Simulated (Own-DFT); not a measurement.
# One trend across several semiconductors

The numbers are computed, not measured, by runs of the plane-wave DFT program Own-DFT (in-house, retired, unreviewed) at fixed positions, with no spin and no spin-orbit coupling.

Limits (not all hold for every row): forces on such cells moved up to 12 meV/angstrom on a denser k mesh; k mesh not checked against a denser one; forces on such cells passed a denser k mesh, each cell not checked; stress not checked against mesh or cutoff.

All runs are PBE with PseudoDojo norm-conserving files; cutoff and k mesh are each material's own. Every cell starts from measured lattice constants and was given uniform random strains and small random moves of its atoms. Each triple is the change of volume in per cent, the rms move u in Å and the pressure in GPa.

- 3C SiC (C32Si32), 10.36 Å³/atom unstrained: (-2.84, 0.047, 12.22); (-1.09, 0.050, 8.49); (-1.03, 0.053, 8.20); (-0.78, 0.048, 7.33); (-0.74, 0.051, 7.00); (0.31, 0.047, 4.55); (2.04, 0.051, 1.29)
- wurtzite AlN (Al64N64), 10.45 Å³/atom unstrained: (-1.57, 0.052, 9.91); (-1.25, 0.050, 8.56); (-1.11, 0.049, 8.38); (-0.90, 0.052, 7.87); (-0.42, 0.051, 7.18); (-0.01, 0.048, 5.52); (2.39, 0.051, 0.77)
- wurtzite GaN (Ga48N48), 11.42 Å³/atom unstrained: (-2.29, 0.053, 12.74); (-1.47, 0.052, 10.37); (-0.47, 0.046, 8.27); (0.00, 0.051, 6.98); (0.93, 0.051, 5.26); (1.36, 0.049, 4.29); (3.08, 0.051, 1.44)
- diamond silicon (Si64), 20.02 Å³/atom unstrained: withheld
- zincblende GaP (Ga32P32), 20.24 Å³/atom unstrained: (-3.00, 0.051, 6.38); (-2.60, 0.050, 5.90); (-2.02, 0.051, 5.36); (0.61, 0.046, 2.77); (1.06, 0.047, 2.39); (2.39, 0.047, 1.16); (2.63, 0.053, 1.25)
- grey tin (Sn64), 34.15 Å³/atom unstrained: (-3.18, 0.053, 5.62); (-3.14, 0.046, 5.57); (-1.47, 0.052, 4.51); (-0.79, 0.049, 4.18); (-0.05, 0.048, 3.59); (0.36, 0.051, 3.45); (1.80, 0.049, 2.73)

## Working it out

Fit a line to each set against the fractional change of volume; B is minus its slope, and u is nearly the same within a set. To take it to zero pressure, assume that B rises by 4 GPa for each GPa: B0 = B - 4 x (mean pressure). The bond length of an ideal tetrahedral crystal with the unstrained volume v is d = (√3/4)(8 v)^(1/3). Cohen's empirical rule reads B0 = (1971 - 220 L) d^(-3.5) GPa, with L = 0 for group IV crystals and SiC and 1 for III-V compounds.

```
material,L,d (Å),B (GPa),mean P (GPa),B0 (GPa),rule (GPa)
3C SiC (C32Si32),0,1.888,228 ± 9,7.0,200 ± 9,213
wurtzite AlN (Al64N64),1,1.893,224 ± 10,6.9,196 ± 10,188
wurtzite GaN (Ga48N48),1,1.950,210 ± 9,7.0,181 ± 9,169
diamond silicon (Si64),0,2.352,?,?,?,99
zincblende GaP (Ga32P32),1,2.360,94 ± 2,3.6,79 ± 2,87
grey tin (Sn64),0,2.810,59 ± 2,4.2,42 ± 2,53
```

A line through ln[B0/(1971 - 220 L)] against ln d has a slope of -4.1 ± 0.2 and a scatter of 7 %. Against the rule, B0 stands at 94 % for 3C SiC, 104 % for wurtzite AlN, 107 % for wurtzite GaN, 91 % for zincblende GaP, 80 % for grey tin. PBE tends to make silicon and heavier crystals too soft, and the rule itself is only a guide.

## Test on the hidden row

Q: what B0 does the fitted trend give for diamond silicon (Si64)?

The line gives 89 GPa. Its own runs give B = 96 ± 5 GPa at a mean pressure of 2.2 GPa, so B0 = 87 GPa.
